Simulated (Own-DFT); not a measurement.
# Computed records: Hf36O71 (tetragonal hafnia with one neutral oxygen vacancy, atoms displaced)

Computed with Own-DFT development build. A calculation, not a measurement: plane-wave PBE and HSE06 DFT by an unreviewed code, no spin, of a simulated cell at Gamma alone, so results move with cell size and shape, stress positive in tension, energies less offsets, not probed for a lower state with spin; hafnium file: forces about 75 meV/angstrom off all-electron values; oxygen file: force components 24 meV/angstrom off all-electron in a glass; k mesh not checked against a denser one; forces and stress are PBE's, HSE06 gives the energy alone, and its difference from PBE has offsets of its own; offsets are fitted by least squares, one for each functional and potential file, so energies compare only between cells with the same atoms and settings and are not formation energies; the far tail of each file's local potential was reset to the Coulomb form; each entry is a single point on an unrelaxed cell, so the pressure reflects the starting lattice, taken from the Materials Project, from which strain is counted, and rises with the displacements; printed positions are rounded, which can move forces by about a meV/angstrom; the program is a retired in-house code; no spin-orbit coupling.

Common to all runs: first functional PBE; second functional HSE06; exact exchange share 0.25; screening 0.11 1/bohr; exchange divergence Gygi-Baldereschi; potential files PseudoDojo norm-conserving, scalar-relativistic, made for PBE, standard set; wave cutoff 48 hartree; occupations fixed; k mesh 1 x 1 x 1 centred on Gamma.

(1) Hf36O71 (tetragonal hafnia with one neutral oxygen vacancy, atoms displaced)

```cif
# cell vector a (Å): 10.7800 0.0000 0.0000
# cell vector b (Å): 0.0000 10.7800 0.0000
# cell vector c (Å): 0.0000 0.0000 10.4493
data_Hf36O71
_symmetry_space_group_name_H-M 'P 1'
_symmetry_Int_Tables_number 1
_cell_length_a 10.7800
_cell_length_b 10.7800
_cell_length_c 10.4493
_cell_angle_alpha 90.000
_cell_angle_beta 90.000
_cell_angle_gamma 90.000
_cell_volume 1214.30
loop_
_atom_site_label
_atom_site_type_symbol
_atom_site_fract_x
_atom_site_fract_y
_atom_site_fract_z
_atom_site_occupancy
Hf1 Hf 0.99495 0.99410 0.99717 1
Hf2 Hf 0.16935 0.16663 0.24834 1
O1 O 0.00165 0.17002 0.14484 1
O2 O 0.16540 0.99649 0.34988 1
O3 O 0.99690 0.16156 0.40171 1
O4 O 0.16872 0.00185 0.10014 1
Hf3 Hf 0.99642 0.99545 0.50205 1
Hf4 Hf 0.16959 0.16890 0.75450 1
O5 O 0.99955 0.16347 0.65436 1
O6 O 0.16598 0.00023 0.84728 1
O7 O 0.99620 0.17142 0.90420 1
O8 O 0.17120 0.00234 0.59460 1
Hf5 Hf 0.00136 0.33340 0.99728 1
Hf6 Hf 0.16624 0.50135 0.25054 1
O9 O 0.99788 0.49768 0.15541 1
O10 O 0.16530 0.33494 0.34653 1
O11 O 0.99984 0.49896 0.40297 1
O12 O 0.16789 0.33313 0.09628 1
Hf7 Hf 0.99910 0.33675 0.50324 1
Hf8 Hf 0.16802 0.50355 0.74635 1
O13 O 0.99660 0.49713 0.64779 1
O14 O 0.16746 0.33237 0.84609 1
O15 O 0.99985 0.49796 0.90552 1
O16 O 0.16679 0.33301 0.59396 1
Hf9 Hf 0.00250 0.66626 0.99693 1
Hf10 Hf 0.16791 0.83501 0.24941 1
O17 O 0.99981 0.83299 0.15584 1
O18 O 0.16455 0.66448 0.35191 1
O19 O 0.99699 0.83064 0.39817 1
O20 O 0.16868 0.66759 0.09783 1
Hf11 Hf 0.00087 0.66707 0.50111 1
Hf12 Hf 0.16561 0.83102 0.74555 1
O21 O 0.00116 0.83170 0.65233 1
O22 O 0.16345 0.66025 0.84842 1
O23 O 0.00150 0.83345 0.90162 1
O24 O 0.16456 0.66606 0.59539 1
Hf13 Hf 0.33276 0.00512 0.99693 1
Hf14 Hf 0.49772 0.17034 0.24787 1
O25 O 0.33626 0.16874 0.15313 1
O26 O 0.50091 0.00367 0.34628 1
O27 O 0.33331 0.16712 0.39851 1
O28 O 0.50082 0.99708 0.09613 1
Hf15 Hf 0.33429 0.99832 0.50385 1
Hf16 Hf 0.50703 0.16597 0.74626 1
O29 O 0.32903 0.16212 0.65126 1
O30 O 0.49654 0.99515 0.84578 1
O31 O 0.32944 0.16739 0.89853 1
O32 O 0.49779 0.00135 0.59833 1
Hf17 Hf 0.33318 0.33221 0.99801 1
Hf18 Hf 0.50234 0.49934 0.25158 1
O33 O 0.33308 0.49814 0.15260 1
O34 O 0.49829 0.33513 0.34362 1
O35 O 0.33391 0.49918 0.39995 1
O36 O 0.49916 0.33148 0.10025 1
Hf19 Hf 0.33545 0.32971 0.50376 1
Hf20 Hf 0.49994 0.49846 0.74920 1
O37 O 0.33702 0.49952 0.64978 1
O38 O 0.50231 0.33788 0.84671 1
O39 O 0.33504 0.49837 0.90052 1
O40 O 0.50079 0.33272 0.59894 1
Hf21 Hf 0.33198 0.66776 0.99911 1
Hf22 Hf 0.50141 0.83531 0.24560 1
O41 O 0.33389 0.83986 0.15192 1
O42 O 0.49487 0.66380 0.34623 1
O43 O 0.33163 0.83704 0.40524 1
O44 O 0.49968 0.66976 0.09442 1
Hf23 Hf 0.33870 0.66792 0.50179 1
Hf24 Hf 0.49807 0.83732 0.75100 1
O45 O 0.33358 0.83345 0.65037 1
O46 O 0.50005 0.66546 0.84848 1
O47 O 0.33373 0.83627 0.90592 1
O48 O 0.50351 0.66556 0.60231 1
Hf25 Hf 0.66966 0.99962 0.99855 1
Hf26 Hf 0.83421 0.16607 0.24746 1
O49 O 0.66991 0.17006 0.15744 1
O50 O 0.82984 0.99856 0.34774 1
O51 O 0.83386 0.00043 0.09700 1
Hf27 Hf 0.66548 0.99778 0.50132 1
Hf28 Hf 0.83554 0.16071 0.74966 1
O52 O 0.66500 0.16931 0.65161 1
O53 O 0.83110 0.99924 0.84700 1
O54 O 0.66714 0.16799 0.90476 1
O55 O 0.83117 0.00065 0.59520 1
Hf29 Hf 0.67492 0.33134 0.99643 1
Hf30 Hf 0.83192 0.49637 0.24535 1
O56 O 0.66801 0.50413 0.15429 1
O57 O 0.83626 0.33212 0.35203 1
O58 O 0.66602 0.49221 0.40623 1
O59 O 0.83377 0.33783 0.09862 1
Hf31 Hf 0.66308 0.33633 0.49776 1
Hf32 Hf 0.83368 0.50095 0.75200 1
O60 O 0.66380 0.49807 0.65344 1
O61 O 0.83524 0.33655 0.85018 1
O62 O 0.66693 0.50084 0.89951 1
O63 O 0.83864 0.33741 0.60131 1
Hf33 Hf 0.66504 0.66487 0.99810 1
Hf34 Hf 0.83648 0.83356 0.24844 1
O64 O 0.67032 0.83468 0.15223 1
O65 O 0.83229 0.67036 0.34962 1
O66 O 0.66673 0.83738 0.40067 1
O67 O 0.83123 0.66697 0.10027 1
Hf35 Hf 0.66706 0.66706 0.50080 1
Hf36 Hf 0.83178 0.83700 0.74994 1
O68 O 0.66999 0.83230 0.65286 1
O69 O 0.83494 0.67404 0.84312 1
O70 O 0.66568 0.83256 0.90259 1
O71 O 0.83628 0.67078 0.59818 1
```

- PBE energy of cell above offsets: -100.678 eV
- HSE06 less PBE above offsets: -0.138 eV
- PBE pressure: 0.97 GPa
- PBE stress xx: -0.98 GPa
- PBE stress yy: -0.46 GPa
- PBE stress zz: -1.47 GPa
- PBE stress yz: -0.34 GPa
- PBE stress xz: 0.22 GPa
- PBE stress xy: 0.01 GPa

Force:
```tsv
element	x (eV/Å)	y (eV/Å)	z (eV/Å)
Hf	1.669	1.651	0.921
Hf	-0.821	-0.029	0.622
O	-0.203	-0.168	0.81
O	-0.007	0.496	-0.498
O	0.231	0.244	0.334
O	-0.675	-0.107	-0.647
Hf	1.219	0.978	-1.211
Hf	-0.524	-0.573	-0.937
O	0.073	-0.244	0.317
O	-0.199	-0.387	-0.154
O	-0.215	-1.598	-0.644
O	-1.37	-0.712	0.578
Hf	0.228	-0.326	1.145
Hf	0.251	-0.452	0.494
O	0.499	0.366	-0.509
O	0.025	-0.438	-0.294
O	-0.123	0.49	0.096
O	0.083	0.009	-0.303
Hf	-0.057	-0.752	-1.17
Hf	-0.029	-1.323	-0.415
O	0.948	0.482	0.993
O	-0.14	0.942	-0.013
O	-0.14	0.962	-0.675
O	0.331	0.08	0.659
Hf	-0.666	-0.363	1
Hf	0.224	-0.076	0.655
O	0.467	0.222	-1.204
O	0.244	0.686	-0.606
O	0.104	0.488	0.749
O	-0.543	0.067	-0.19
Hf	-0.544	-0.55	-1.272
Hf	0.351	0.65	0.492
O	-0.132	0.504	-0.015
O	0.122	1.38	-0.129
O	0.101	-0.294	-0.16
O	0.991	-0.003	0.962
Hf	-0.195	-0.758	0.877
Hf	0.61	-0.257	0.521
O	-0.75	-0.281	-0.85
O	0.427	-0.376	-0.032
O	-0.043	-0.082	0.463
O	0.407	0.366	-0.461
Hf	-0.53	0.943	-1.269
Hf	-1.582	0.501	0.4
O	1.377	0.638	0.217
O	0.429	1.786	0.225
O	0.353	0.129	0.135
O	0.914	-0.172	0.501
Hf	0.338	0.736	0.692
Hf	-1.114	-0.091	-0.69
O	0.31	0.329	-0.16
O	0.528	-0.469	0.991
O	0.085	-0.011	0.863
O	0.734	0.076	-0.912
Hf	-0.792	0.353	-1.22
Hf	0.117	0.698	0.45
O	-0.838	0.219	0.102
O	-0.007	-1.589	-0.024
O	-0.359	0.407	0.053
O	-0.271	-0.343	-0.009
Hf	0.798	-0.47	0.139
Hf	0.153	0.302	0.327
O	-0.025	-0.517	0.264
O	0.449	0.918	0.401
O	0.345	-1.034	-0.211
O	-0.087	0.069	0.264
Hf	-0.371	-0.573	-0.995
Hf	0.441	-1.657	-0.042
O	-0.085	-0.32	0.433
O	-0.173	0.52	-0.246
O	-0.304	-0.607	-0.659
O	-0.318	0.35	-0.723
Hf	-0.892	-0.743	0.941
Hf	1.157	0.16	1.24
O	-0.446	-0.185	-0.237
O	-0.241	0.514	-0.127
O	-0.073	0.015	-0.26
Hf	-0.292	0.813	-1.371
Hf	0.572	1.976	-0.573
O	0.992	-0.356	0.013
O	0.168	0.132	0.566
O	-0.144	-0.736	-0.601
O	0.012	0.023	0.916
Hf	-1.283	0.98	0.673
Hf	0.753	0.637	1.23
O	-0.575	-0.137	-0.431
O	-0.629	-0.234	-0.665
O	-0.121	2.205	-0.718
O	-0.001	-0.089	0.014
Hf	1.322	-1.794	0.627
Hf	-0.402	-0.118	-0.688
O	0.974	0.216	-0.142
O	-0.49	-0.803	-0.149
O	0.458	-0.082	0.415
O	-1.562	-0.352	0.025
Hf	0.07	0.204	0.378
Hf	-0.619	-0.614	0.827
O	-0.562	0.139	-0.212
O	-0.447	-1.049	-0.253
O	-0.578	-1.068	0.548
O	0.735	-0.063	-0.982
Hf	0.829	0.158	-0.286
Hf	0.008	-1.253	-0.677
O	-0.921	0.26	-0.048
O	0.188	-1.037	0.626
O	0.123	0.525	-0.134
O	-0.827	-0.276	-0.086
```

(2) Hf36O71 (tetragonal hafnia with one neutral oxygen vacancy, atoms displaced)

```cif
# cell vector a (Å): 10.7800 0.0000 0.0000
# cell vector b (Å): 0.0000 10.7800 0.0000
# cell vector c (Å): 0.0000 0.0000 10.4493
data_Hf36O71
_symmetry_space_group_name_H-M 'P 1'
_symmetry_Int_Tables_number 1
_cell_length_a 10.7800
_cell_length_b 10.7800
_cell_length_c 10.4493
_cell_angle_alpha 90.000
_cell_angle_beta 90.000
_cell_angle_gamma 90.000
_cell_volume 1214.30
loop_
_atom_site_label
_atom_site_type_symbol
_atom_site_fract_x
_atom_site_fract_y
_atom_site_fract_z
_atom_site_occupancy
Hf1 Hf 0.99626 0.99945 0.00603 1
Hf2 Hf 0.16344 0.16477 0.24734 1
O1 O 0.99438 0.16417 0.15619 1
O2 O 0.17890 0.00120 0.35502 1
O3 O 0.00056 0.15909 0.40672 1
O4 O 0.16977 0.00007 0.10131 1
Hf3 Hf 0.00237 0.99283 0.50740 1
Hf4 Hf 0.16509 0.17218 0.75045 1
O5 O 0.99897 0.15006 0.65433 1
O6 O 0.16957 0.00746 0.84611 1
O7 O 0.99480 0.16388 0.91012 1
O8 O 0.17071 0.00116 0.59881 1
Hf5 Hf 0.00526 0.33047 0.00352 1
Hf6 Hf 0.16700 0.49747 0.25300 1
O9 O 0.00185 0.50596 0.15246 1
O10 O 0.16741 0.33169 0.34961 1
O11 O 0.00531 0.50494 0.40709 1
O12 O 0.16911 0.32865 0.09849 1
Hf7 Hf 0.00085 0.33961 0.49886 1
Hf8 Hf 0.16209 0.49967 0.75230 1
O13 O 0.00473 0.50099 0.64837 1
O14 O 0.16071 0.33695 0.84848 1
O15 O 0.99911 0.50044 0.89668 1
O16 O 0.16999 0.33273 0.58945 1
Hf9 Hf 0.99795 0.66713 0.00122 1
Hf10 Hf 0.16925 0.83619 0.25570 1
O17 O 0.99867 0.84511 0.15289 1
O18 O 0.17193 0.67489 0.34298 1
O19 O 0.00323 0.82548 0.40225 1
O20 O 0.16554 0.66776 0.09367 1
Hf11 Hf 0.98824 0.66659 0.50223 1
Hf12 Hf 0.17238 0.83551 0.74525 1
O21 O 0.00755 0.83186 0.64840 1
O22 O 0.16715 0.68085 0.84348 1
O23 O 0.00127 0.83528 0.89780 1
O24 O 0.16892 0.66579 0.60024 1
Hf13 Hf 0.33863 0.00042 0.00018 1
Hf14 Hf 0.50189 0.16989 0.24797 1
O25 O 0.34720 0.16633 0.14415 1
O26 O 0.49553 0.99648 0.34896 1
O27 O 0.32580 0.16318 0.39719 1
O28 O 0.49788 0.99301 0.10485 1
Hf15 Hf 0.33440 0.99086 0.50422 1
Hf16 Hf 0.50045 0.16805 0.76078 1
O29 O 0.33133 0.15791 0.66303 1
O30 O 0.50274 0.99687 0.85040 1
O31 O 0.33072 0.16663 0.90227 1
O32 O 0.49934 0.99640 0.61333 1
Hf17 Hf 0.33617 0.33228 0.99692 1
Hf18 Hf 0.50277 0.50062 0.24511 1
O33 O 0.33756 0.49559 0.15520 1
O34 O 0.49965 0.33278 0.34214 1
O35 O 0.32699 0.49970 0.40831 1
O36 O 0.50663 0.33746 0.10080 1
Hf19 Hf 0.33335 0.32788 0.50477 1
Hf20 Hf 0.49771 0.50589 0.74973 1
O37 O 0.33906 0.50311 0.65300 1
O38 O 0.50259 0.33252 0.84562 1
O39 O 0.32269 0.49916 0.90042 1
O40 O 0.49955 0.33487 0.59316 1
Hf21 Hf 0.33474 0.66265 0.99622 1
Hf22 Hf 0.50009 0.83190 0.24488 1
O41 O 0.32907 0.83818 0.15490 1
O42 O 0.50986 0.67311 0.34263 1
O43 O 0.32338 0.83038 0.39640 1
O44 O 0.50207 0.65716 0.10419 1
Hf23 Hf 0.33940 0.66181 0.49866 1
Hf24 Hf 0.50449 0.82894 0.75398 1
O45 O 0.33296 0.84370 0.64735 1
O46 O 0.50434 0.66563 0.84662 1
O47 O 0.32863 0.83414 0.91100 1
O48 O 0.50305 0.66747 0.59474 1
Hf25 Hf 0.66508 0.00450 0.00533 1
Hf26 Hf 0.83888 0.17247 0.25659 1
O49 O 0.66257 0.17165 0.15907 1
O50 O 0.83782 0.00999 0.35444 1
O51 O 0.65898 0.16744 0.40634 1
O52 O 0.83307 0.99481 0.09799 1
Hf27 Hf 0.66624 0.99664 0.50072 1
Hf28 Hf 0.83327 0.16891 0.75080 1
O53 O 0.66730 0.16609 0.64714 1
O54 O 0.83107 0.00122 0.85408 1
O55 O 0.66267 0.16384 0.91090 1
O56 O 0.83067 0.00340 0.59666 1
Hf29 Hf 0.66865 0.32840 0.99835 1
Hf30 Hf 0.83561 0.49943 0.24546 1
O57 O 0.67383 0.49530 0.15075 1
O58 O 0.83083 0.33754 0.34665 1
O59 O 0.66730 0.49458 0.40540 1
O60 O 0.83622 0.33037 0.09670 1
Hf31 Hf 0.66498 0.33315 0.49952 1
Hf32 Hf 0.83269 0.50177 0.74843 1
O61 O 0.67303 0.49589 0.65197 1
O62 O 0.83609 0.32976 0.84953 1
O63 O 0.84071 0.32728 0.59239 1
Hf33 Hf 0.67132 0.66321 0.00406 1
Hf34 Hf 0.83404 0.83654 0.24554 1
O64 O 0.67284 0.82880 0.14869 1
O65 O 0.83477 0.66793 0.34588 1
O66 O 0.66525 0.82552 0.39736 1
O67 O 0.83700 0.66604 0.09715 1
Hf35 Hf 0.66335 0.67033 0.50359 1
Hf36 Hf 0.84213 0.83686 0.74646 1
O68 O 0.66846 0.82521 0.64860 1
O69 O 0.84117 0.66151 0.85037 1
O70 O 0.66457 0.83626 0.90244 1
O71 O 0.83337 0.66418 0.59010 1
```

- PBE energy of cell above offsets: -97.918 eV
- HSE06 less PBE above offsets: 0.027 eV
- PBE pressure: 1.79 GPa
- PBE stress xx: -2.25 GPa
- PBE stress yy: -0.96 GPa
- PBE stress zz: -2.17 GPa
- PBE stress yz: 0.02 GPa
- PBE stress xz: 0.18 GPa
- PBE stress xy: -0.2 GPa

Force:
```tsv
element	x (eV/Å)	y (eV/Å)	z (eV/Å)
Hf	1.219	-0.859	-0.721
Hf	1.8	-0.893	1.245
O	1.099	0.22	-0.389
O	-1.369	-0.061	-0.825
O	0.297	1.624	-0.332
O	-0.416	0.968	-0.32
Hf	0.353	0.841	-1.04
Hf	-0.056	-1.857	-0.037
O	0.147	0.862	0.731
O	-0.125	-0.641	0.029
O	0.332	0.949	-0.231
O	-0.8	-0.192	-0.094
Hf	-0.907	0.384	-0.92
Hf	0.652	1.379	0.507
O	0.183	-0.726	-0.097
O	-0.63	0.204	-0.883
O	-0.061	-0.83	-1.054
O	0.103	-0.024	0.067
Hf	0.532	-1.031	-0.662
Hf	0.584	2.129	-0.484
O	-1.003	-0.404	0.295
O	0.113	-0.722	0.104
O	0.656	-0.168	0.767
O	-1.01	-0.088	1.848
Hf	1.232	0.243	-0.976
Hf	-0.077	0.561	-0.392
O	0.206	-0.667	-0.133
O	-0.076	-2.767	-0.074
O	-0.474	1.509	0.09
O	0.589	-0.381	-0.348
Hf	3.449	0.256	-1.157
Hf	-0.069	1.212	0.461
O	-1.603	0.223	0.086
O	0.171	-2.876	0.568
O	-0.748	0.157	0.408
O	0.304	-0.045	-0.676
Hf	-1.282	-0.037	0.689
Hf	-0.809	-0.848	1.759
O	-1.968	0.427	-0.045
O	0.509	-0.082	0.346
O	0.742	0.969	1.15
O	1.282	0.029	-0.797
Hf	0.237	0.918	-1.037
Hf	-0.109	-1.824	-2.24
O	0.881	1.176	-0.709
O	-0.378	0.407	0.807
O	0.596	0.938	0.033
O	1.124	-0.027	-1.475
Hf	0.46	-0.473	1.32
Hf	0.601	-0.292	0.839
O	-1.096	0.058	-0.367
O	-0.236	0.7	0.561
O	0.447	-0.415	-0.525
O	-0.685	0.211	-1.305
Hf	0.647	-0.622	-1.994
Hf	1.075	-1.586	-0.658
O	-0.939	-0.117	0.443
O	-0.009	1.456	0.701
O	0.689	0.052	-0.07
O	-0.033	-0.124	0.762
Hf	-1.23	1.017	1.333
Hf	-0.335	1.248	0.332
O	1.263	-0.681	-0.492
O	-0.857	-1.915	0.927
O	1.35	-0.406	1.26
O	-0.021	0.516	-1.474
Hf	-2.532	0.893	-0.398
Hf	0.103	2.349	-0.779
O	1.217	-1.272	0.813
O	-0.253	-0.487	0.811
O	0.922	-0.71	-1.025
O	-0.706	-0.198	1.199
Hf	0.063	-1.95	0.108
Hf	-1.305	-0.635	0.373
O	1.866	-0.565	-0.97
O	-0.72	-1.913	-0.71
O	0.34	-0.497	-0.128
O	-0.959	0.576	0.518
Hf	-1.033	0.696	-0.314
Hf	0.239	-0.914	-0.742
O	-0.21	0.296	1.648
O	-0.002	-0.212	-1.04
O	-0.126	0.557	-1.122
O	0.18	-1.346	0.775
Hf	0.385	1.622	0.838
Hf	-0.165	0.727	0.911
O	-0.443	0.565	-0.517
O	0.759	-0.212	0.176
O	-0.244	1.394	-0.278
O	0.099	0.142	-0.01
Hf	0.152	-0.678	0.099
Hf	0.879	-0.884	0.659
O	-1.281	0.243	0.898
O	-0.785	0.926	-0.441
O	-0.725	0.146	0.735
Hf	-0.229	0.44	-0.493
Hf	0.306	0.347	1.293
O	-0.987	-0.029	0.032
O	0.094	-0.566	-0.407
O	0.584	1.911	0.512
O	-0.507	0.084	0.237
Hf	0.773	-0.741	-1.993
Hf	-0.5	0.435	1.328
O	0.447	0.095	0.539
O	-1.074	1.088	-0.774
O	0.031	-0.998	0.117
O	-1.174	0.098	2.096
```
